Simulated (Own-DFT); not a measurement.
# Which defects push the lattice out? zincblende InP

No measurement is shown. These are fixed-geometry runs of a retired plane-wave code named Own-DFT, which no person has reviewed; spin and spin-orbit coupling are neglected.

Settings: PBE; PseudoDojo norm-conserving scalar-relativistic files; cutoff 36 hartree; 2 x 3 x 3 k mesh centred on Gamma; Fermi-Dirac smearing of 0.1 eV.

Known weak points (not all hold for every row): not probed for a lower state with spin; forces on such cells failed a check on a denser k mesh; forces not confirmed at this smearing and k mesh; stress not checked against mesh or cutoff.

All runs share one cell, with vectors in Å (17.606, 0.000, 0.000); (0.000, 11.737, 0.000); (0.000, 0.000, 11.737) and a volume of 2425.5 Å³. u is the rms random offset of the atoms per axis. The defect's site can differ from row to row.

```
                                      cell  formula   u (Å)  P (GPa)
                                 no defect  In48P48  0.0199     3.21
                                 no defect  In48P48  0.0210     3.22
                                 no defect  In48P48  0.0500     3.57
                        one In on a P site  In49P47  0.0286     3.87
                        one In on a P site  In49P47  0.0291     3.84
                        one In on a P site  In49P47  0.0529        ?
                        one In on a P site  In49P47  0.0548     4.29
                           two P vacancies  In48P46  0.0477     3.43
                           two P vacancies  In48P46  0.0514     3.39
                           two P vacancies  In48P46  0.0543     3.41
                  two P on an In site each  In46P50  0.0276     3.01
                  two P on an In site each  In46P50  0.0294     2.99
                  two P on an In site each  In46P50  0.0479     3.24
one In on a P site and one P on an In site  In48P48  0.0301     3.55
one In on a P site and one P on an In site  In48P48  0.0471     3.79
one In on a P site and one P on an In site  In48P48  0.0505     3.91
```

## Analysis

P = P0 + c u² + a shift for each defect gives P0 = 3.13 GPa, c = 183 ± 14 GPa/Å² and a scatter of 0.04 GPa. The shifts, and each times the cell's volume:

- one In on a P site: 0.59 ± 0.04 GPa, 8.9 eV
- one In on a P site and one P on an In site: 0.28 ± 0.04 GPa, 4.2 eV
- two P vacancies: -0.20 ± 0.04 GPa, -3.0 eV (-1.5 eV for each of its 2 sites)
- two P on an In site each: -0.29 ± 0.03 GPa, -4.4 eV (-2.2 eV for each of its 2 sites)

Positive is outwards. The product with the volume (160.2 GPa Å³ to the eV) is nearly free of the cell's size; divided by the bulk modulus at the cell's pressure it gives the volume that the defect adds. The atoms around the defects weren't relaxed, which would change these numbers.

## Test on the hidden row

The question: what pressure belongs in the blank (one In on a P site, u = 0.0529 Å)?

From the fit: 4.23 ± 0.05 GPa. The run itself gave 4.21 GPa.
